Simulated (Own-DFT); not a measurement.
# Computed records: Hf36O71 (tetragonal hafnia with one neutral oxygen vacancy, atoms displaced)

A calculation, not a measurement: plane-wave PBE and HSE06 DFT by an unreviewed code, no spin, of a simulated cell at Gamma alone, so results move with cell size and shape, stress positive in tension, energies less offsets, not probed for a lower state with spin; hafnium file: forces about 75 meV/angstrom off all-electron values; oxygen file: force components 24 meV/angstrom off all-electron in a glass; k mesh not checked against a denser one; forces and stress are PBE's, HSE06 gives the energy alone, and its difference from PBE has offsets of its own; offsets are fitted by least squares, one for each functional and potential file, so energies compare only between cells with the same atoms and settings and are not formation energies; the far tail of each file's local potential was reset to the Coulomb form; each entry is a single point on an unrelaxed cell, so the pressure reflects the starting lattice, taken from the Materials Project, from which strain is counted, and rises with the displacements; printed positions are rounded, which can move forces by about a meV/angstrom; the program is a retired in-house code; no spin-orbit coupling. Program: Own-DFT development build.

Common to all runs: first functional PBE; second functional HSE06; exact exchange share 0.25; screening 0.11 1/bohr; exchange divergence Gygi-Baldereschi; potential files PseudoDojo norm-conserving, scalar-relativistic, made for PBE, standard set; wave cutoff 48 hartree; occupations fixed; k mesh 1 x 1 x 1 centred on Gamma.

(1) 
```xyz
107
Lattice="10.7800 0.0000 0.0000 0.0000 10.7800 0.0000 0.0000 0.0000 10.4493" Properties=species:S:1:pos:R:3:force_x:R:1:force_y:R:1:force_z:R:1 formula=Hf36O71 PBE_energy_of_cell_above_offsets=-97.321 HSE06_less_PBE_above_offsets=0.043 PBE_pressure=2.38 PBE_stress_xx=-2.2 PBE_stress_yy=-2.46 PBE_stress_zz=-2.48 PBE_stress_yz=-0.91 PBE_stress_xz=-0.85 PBE_stress_xy=-0.01
Hf     0.0783    10.7179     0.0134     -0.991      0.897     -0.668
Hf     1.7939     1.8115     2.5775      2.104      0.164       0.97
O      0.0686     1.8283     1.6581     -1.987     -0.289     -0.597
O      1.7423     0.0054     3.6841     -0.193     -0.207     -0.548
O     10.6648     1.7671     4.2898      0.536      1.735     -0.391
O      1.7803     0.0102     1.0655      0.469      -0.47     -0.159
Hf    10.7391    10.7753     5.1643      0.703     -0.951      1.468
Hf     1.7289     1.8256     7.8083      1.577     -0.917      0.958
O      0.0036     1.7125     6.8175     -0.421      0.539     -0.349
O      1.8004    10.7391     8.8305     -0.231      1.642      1.334
O     10.7160     1.7765     9.4532      0.215      0.135      0.046
O      1.8422    10.6991     6.3208      -1.45      1.073     -0.568
Hf     0.0188     3.6513     0.0008       0.55     -0.487      0.297
Hf     1.8649     5.4796     2.6394     -0.363     -2.155     -1.019
O      0.0736     5.4289     1.5651      -1.45     -0.305     -0.188
O      1.8756     3.5989     3.5838     -0.511       0.04      0.764
O     10.7431     5.4148     4.1049      0.732     -1.547      1.395
O      1.7445     3.6229     1.0338      1.348     -0.277     -0.679
Hf     0.0251     3.6071     5.2581     -0.296      0.708     -1.557
Hf     1.8027     5.4469     7.8675     -0.597     -0.473     -1.053
O      0.0095     5.4379     6.7999     -0.612     -0.836      0.252
O      1.7821     3.5620     8.8705     -0.292      0.868     -0.225
O      0.0096     5.4026     9.4319     -0.419      0.489     -0.203
O      1.7827     3.5679     6.2401      0.004     -0.158      0.204
Hf    10.7443     7.2003     0.0630      0.135      -0.44     -1.071
Hf     1.6846     8.9617     2.5800      2.771       0.72      1.519
O      0.0050     9.0059     1.6161     -0.429     -0.038     -1.612
O      1.7951     7.1748     3.5677     -0.119      1.808      1.048
O     10.6824     9.0358     4.1816      0.828     -1.095     -0.071
O      1.7215     7.1327     1.0005      1.219      1.139     -0.176
Hf    10.7304     7.1781     5.2064      0.721      0.452      -0.16
Hf     1.8366     8.9871     7.8748     -0.802      0.022     -2.143
O      0.1113     8.9811     6.8372     -2.286      0.023       0.02
O      1.7197     7.1764     8.7814      0.881       0.37       1.67
O      0.0444     9.0232     9.4158     -0.488     -0.891      0.946
O      1.7456     7.1872     6.2549       1.18     -0.552     -1.016
Hf     3.5508    10.7620    10.4382      1.116      2.493      0.981
Hf     5.4313     1.7309     2.5788     -1.972     -0.306      1.261
O      3.6404     1.8051     1.5686     -0.971      0.423     -0.125
O      5.2516    10.7549     3.6530      1.423      0.731     -0.526
O      3.6106     1.7418     4.1670     -0.542      0.954      1.176
O      5.3617     0.0475     1.0258      0.316     -0.994      -0.38
Hf     3.5225     0.0175     5.2954      1.254     -0.756     -0.933
Hf     5.3746     1.8552     7.8803      0.231     -3.268     -0.962
O      3.5538     1.7952     6.8598      0.542      0.376     -0.713
O      5.4330     0.0133     8.8315     -0.634     -0.056      -0.07
O      3.5628     1.8066     9.3792      0.511       0.43      0.568
O      5.4441    10.7676     6.2271     -0.844      0.279      0.474
Hf     3.6274     3.6555    10.4407     -1.756     -1.719       1.33
Hf     5.3890     5.3675     2.6637     -0.204       0.67     -0.054
O      3.5951     5.4377     1.5583      0.456     -0.474      0.419
O      5.3751     3.5216     3.6549      -0.33      0.868     -0.753
O      3.6127     5.4491     4.1743     -0.004     -1.462      0.188
O      5.4214     3.6251     0.9243      0.083      0.087      0.321
Hf     3.6160     3.5481     5.2575     -1.126     -0.462     -2.328
Hf     5.3724     5.2761     7.8660     -0.599      3.224     -1.664
O      3.5573     5.4507     6.8031      0.922     -0.648      0.831
O      5.4210     3.5889     8.7858      0.095      0.431      1.526
O      3.5789     5.4087     9.5219      0.264      0.014     -1.889
O      5.3291     3.6225     6.1932      1.822      0.487      1.583
Hf     3.5822     7.2769    10.3960      0.773     -1.089      2.474
Hf     5.3622     9.0105     2.6410      0.383     -0.645     -0.196
O      5.3633     7.2260     3.6711      0.022     -0.939      0.081
O      3.6356     9.0037     4.2209     -0.689     -0.452     -0.331
O      5.4443     7.1868     1.1097     -1.127      0.145     -1.315
Hf     3.6315     7.1699     5.1775     -0.242        1.6       1.16
Hf     5.4481     8.9858     7.9086      -0.64      0.843     -1.801
O      3.5637     8.9963     6.7934      1.558     -0.369      1.186
O      5.3131     7.2308     8.9355      0.278     -1.064     -0.305
O      3.5734     9.0517     9.5236     -0.023     -1.226     -1.031
O      5.4199     7.1974     6.3009     -0.254     -0.507      0.095
Hf     7.3091    10.7321     0.0344     -2.546      0.561      -0.27
Hf     8.9836     1.8418     2.6182      0.327     -0.433      0.525
O      7.1542     1.7299     1.6288      1.694      0.582     -0.855
O      9.0884     0.0073     3.5901     -0.625      1.143      0.269
O      7.2079     1.8482     4.2081       0.27      -0.99      0.186
O      8.9443    10.7140     1.0741      2.331      0.408     -0.189
Hf     7.1651     0.0023     5.2387     -0.187     -0.685      -0.74
Hf     9.0786     1.8044     7.8551     -1.767     -0.446      0.638
O      7.2160     1.8399     6.8632     -0.169      0.476     -0.091
O      8.9492     0.0219     8.8337      0.036     -0.728      0.311
O      7.1867     1.7325     9.4261     -0.038      1.504       0.81
O      8.9274    10.6883     6.2347      0.742      0.522      0.029
Hf     7.2142     3.5690     0.0054       0.41     -0.586       0.01
Hf     9.0136     5.3574     2.5580      0.742       1.18      1.173
O      7.1886     5.3815     1.6580      0.143     -0.273     -0.897
O      9.0185     3.5700     3.6544     -0.241      0.751     -0.058
O      7.1554     5.3621     4.1734      0.187      -0.06      0.854
O      8.9822     3.5850     1.0440      0.021     -0.113      0.146
Hf     7.2712     3.5886     5.2882     -1.842     -0.669     -1.793
Hf     8.9723     5.3952     7.8643      1.629      0.157      0.015
O      7.2702     5.4290     6.8157     -1.716     -0.542      0.278
O      8.9663     3.6325     8.9314     -0.119     -0.264     -0.789
O      7.2060     5.4468     9.4433     -0.526     -2.629     -1.127
O      8.9517     3.6028     6.2452      2.221      0.062      1.078
Hf     7.1523     7.1203    10.3664      -0.26      2.684      3.042
Hf     9.0357     9.0717     2.6032     -2.394     -1.987      1.186
O      7.2020     8.9164     1.6157     -0.101      0.925     -0.007
O      9.1600     7.1677     3.6718     -1.158     -0.029     -1.489
O      7.1947     8.9743     4.1826      0.224      0.201      0.675
O      8.9759     7.2034     0.9867     -0.187     -0.481     -0.135
Hf     7.1951     7.0600     5.3294     -0.545      2.026     -2.136
Hf     8.8957     8.9653     7.8241      2.119      1.357     -0.911
O      7.2093     8.9598     6.7761     -0.954     -0.323       0.83
O      8.8903     7.2153     8.7934      0.277     -0.615      0.492
O      7.1591     9.0127     9.4618      0.143     -1.048     -0.994
O      9.0010     7.2000     6.1965     -0.274      0.007       1.22
```

Units: PBE_energy_of_cell_above_offsets, HSE06_less_PBE_above_offsets in eV; PBE_pressure, PBE_stress_xx, PBE_stress_yy, PBE_stress_zz, PBE_stress_yz, PBE_stress_xz, PBE_stress_xy in GPa; force_x, force_y, force_z in eV/Å.

(2) 
```xyz
107
Lattice="10.7800 0.0000 0.0000 0.0000 10.7800 0.0000 0.0000 0.0000 10.4493" Properties=species:S:1:pos:R:3:force_x:R:1:force_y:R:1:force_z:R:1 formula=Hf36O71 PBE_energy_of_cell_above_offsets=-97.695 HSE06_less_PBE_above_offsets=0.061 PBE_pressure=1.94 PBE_stress_xx=0.19 PBE_stress_yy=-3.37 PBE_stress_zz=-2.64 PBE_stress_yz=-0.11 PBE_stress_xz=0.02 PBE_stress_xy=0.04
Hf     0.0021     0.0186    10.4225      0.193      0.386      0.532
Hf     1.8568     1.7668     2.6617     -0.809      0.868      -2.56
O     10.6982     1.7959     1.5054       1.08     -0.305      0.871
O      1.7838    10.7482     3.5816      0.221      1.553      1.711
O     10.7568     1.8529     4.1310       0.62     -0.958      0.459
O      1.7612    10.7225     0.9935      0.808      0.698      0.269
Hf     0.0604     0.0382     5.1866     -1.071      0.386        0.6
Hf     1.7461     1.8937     7.8374      0.469     -2.106     -0.013
O     10.7190     1.7696     6.8605      0.764      0.635     -0.845
O      1.8076    10.7776     8.8265      0.007      0.413      0.074
O      0.0553     1.7709     9.3887     -1.004      0.512      0.219
O      1.7134    10.7691     6.2856      1.776      0.316     -1.258
Hf    10.7157     3.6425     0.0492      2.059     -1.345     -0.357
Hf     1.7497     5.3999     2.6147       1.24      0.109     -0.667
O      0.0387     5.3407     1.5819     -1.637      0.103      0.041
O      1.7524     3.5853     3.5330      0.405     -0.231       1.36
O     10.7443     5.3727     4.2608      0.408      0.873     -0.453
O      1.8623     3.5513     0.9611     -1.352      0.098      0.059
Hf     0.0668     3.5877     5.2181     -1.333      0.609      0.145
Hf     1.8211     5.4445     7.8726     -0.538     -1.731     -0.901
O      0.1038     5.3486     6.8223     -1.019      0.338      0.578
O      1.7296     3.5796     8.8304      0.711      1.652      0.226
O      0.0311     5.3438     9.4519     -0.365      1.675      -0.14
O      1.8187     3.5659     6.2481      0.614     -0.382     -0.532
Hf     0.0109     7.2057     0.0686      0.642      0.202     -0.518
Hf     1.8212     9.0598     2.6142      0.172     -2.353     -1.734
O      0.0633     8.9942     1.5809     -1.558     -0.013      0.512
O      1.8920     7.1567     3.5635     -0.409      0.806      0.837
O      0.0275     9.0043     4.2142     -0.146       -0.1     -0.355
O      1.7653     7.2457     1.1001      0.926     -0.679     -1.704
Hf    10.7650     7.2691     5.2214      0.613     -1.348      0.382
Hf     1.7626     8.9558     7.8928      1.338      1.481     -0.689
O      0.0588     8.9704     6.7990     -1.491     -0.528     -0.025
O      1.8199     7.1366     8.8277      -0.11      1.128      1.155
O      0.0019     9.0377     9.4273     -0.459      -1.27     -0.489
O      1.8701     7.2756     6.1461     -1.935     -0.534      0.497
Hf     3.6463     0.0821    10.3984      0.256     -0.454       0.88
Hf     5.4463     1.8312     2.6567     -0.282     -0.698     -1.803
O      3.6031     1.8162     1.6099      0.408       -0.7      0.477
O      5.4231    10.6750     3.6468     -0.348      1.754      0.179
O      3.6122     1.7556     4.2017     -0.308      1.237     -0.341
O      5.4782    10.7599     0.9556     -1.333       0.23      0.829
Hf     3.6254     0.0517     5.1665     -0.285     -1.574       2.31
Hf     5.4171     1.8309     7.8961     -0.569     -1.517     -0.359
O      3.6054     1.7950     6.8691     -0.178      0.039     -0.896
O      5.3754     0.0296     8.9483     -0.133     -0.566      -1.78
O      3.6218     1.8236     9.3939     -0.463      0.606      0.379
O      5.4133     0.0595     6.2170     -0.719     -0.761      0.005
Hf     3.5945     3.6614    10.3933      0.178     -1.081      0.969
Hf     5.4282     5.4649     2.6660     -1.544     -1.578     -1.719
O      3.6015     5.3531     1.6320     -0.271      0.687     -0.095
O      5.3664     3.6536     3.5844      0.083     -0.976      0.708
O      3.5848     5.3796     4.2457      0.385     -0.562     -0.215
O      5.3313     3.6460     0.9508      1.366       0.29      0.148
Hf     3.6148     3.5982     5.2320      0.112     -0.075      0.298
Hf     5.3933     5.4184     7.7524     -0.369     -0.928      0.259
O      3.5768     5.4830     6.8008      0.784     -0.864      0.014
O      5.3811     3.5410     8.8713      0.532      2.464     -0.586
O      3.6745     5.4250     9.3793     -0.294     -0.147     -0.155
O      5.4335     3.5411     6.2257     -0.975      0.588     -0.022
Hf     3.6612     7.1813    10.3782     -0.848      1.086      1.707
Hf     5.3641     8.9102     2.6887      0.619      1.925     -2.896
O      3.5965     9.0244     1.6165       0.79     -0.374      0.339
O      5.4220     7.1910     3.6404      0.222     -0.548      1.697
O      3.6209     8.9630     4.2271      0.054      1.062     -0.545
O      5.4391     7.1158     1.1227     -0.925      0.311     -1.358
Hf     3.5768     7.1908     5.1494     -0.794      0.129       1.19
Hf     5.4011     8.9548     7.7356     -1.696      1.331      2.009
O      3.5785     8.8803     6.8112      0.055      1.079      0.478
O      5.3824     7.1642     8.7635     -0.006      0.388      1.347
O      3.5366     9.0349     9.4796      0.287     -1.506     -0.286
O      5.3439     7.2795     6.2808       1.36     -1.003     -1.033
Hf     7.2132     0.0167    10.3524      -1.55     -1.014      0.596
Hf     8.9928     1.7762     2.5872     -0.556      0.504     -0.403
O      7.0745     1.8804     1.4905      1.556      0.217      1.176
O      9.0277     0.0364     3.6424     -0.171     -0.801     -0.624
O      7.2034     1.7633     4.1488     -0.683      0.242      0.247
O      8.8821    10.7204     0.9710      2.066      0.643      0.176
Hf     7.1617    10.7612     5.1977      0.744      0.861       0.42
Hf     8.9930     1.7570     7.8904     -0.528     -0.478     -0.512
O      7.1676     1.7416     6.8574       0.88      0.367     -0.404
O      7.1697     1.8168     9.4168      0.962      0.758     -0.402
O      9.0128     0.0857     6.1979     -0.448     -1.059      0.408
Hf     7.2201     3.6694    10.3948     -1.378     -2.217      1.031
Hf     8.8957     5.3661     2.6385      1.846     -0.229      0.773
O      7.1888     5.4189     1.6110      0.365     -0.216      -0.71
O      8.9915     3.5916     3.6708     -0.481     -0.104     -1.104
O      7.2025     5.3468     4.1855     -0.277      1.055     -0.152
O      8.9867     3.5477     1.0128     -1.196      0.816      0.656
Hf     7.1971     3.5742     5.2148      1.125     -0.463      0.164
Hf     8.9954     5.3820     7.8694      1.076      0.408     -1.185
O      7.2174     5.3584     6.7251     -0.874      0.405      0.947
O      9.0023     3.6192     8.9125     -0.368     -0.272     -0.337
O      7.2093     5.4515     9.4327     -0.181     -1.329     -1.199
O      8.9809     3.6033     6.1855       0.27      0.109      0.636
Hf     7.1697     7.1149    10.4455      0.849      3.532      0.655
Hf     8.9877     8.9946     2.6179     -0.446      0.336     -1.323
O      7.2180     8.9997     1.5185      -0.48     -0.924      1.749
O      8.9634     7.1892     3.6422      0.031     -0.062     -0.142
O      7.1920     8.9846     4.1891      0.295     -0.672      0.602
O      9.0243     7.2616     0.9618     -0.735     -0.759      0.681
Hf     7.1376     7.1804     5.2401      1.174     -0.217      0.228
Hf     9.0146     8.9821     7.7947     -0.159      0.357      1.027
O      7.1469     8.9522     6.9051      1.936       0.07     -2.093
O      8.9444     7.1965     8.8273      0.521     -0.318     -0.032
O      7.2011     8.9773     9.4078      0.224     -0.483     -0.119
O      9.0015     7.1077     6.2943     -0.385       0.68     -0.859
```

Units: PBE_energy_of_cell_above_offsets, HSE06_less_PBE_above_offsets in eV; PBE_pressure, PBE_stress_xx, PBE_stress_yy, PBE_stress_zz, PBE_stress_yz, PBE_stress_xz, PBE_stress_xy in GPa; force_x, force_y, force_z in eV/Å.
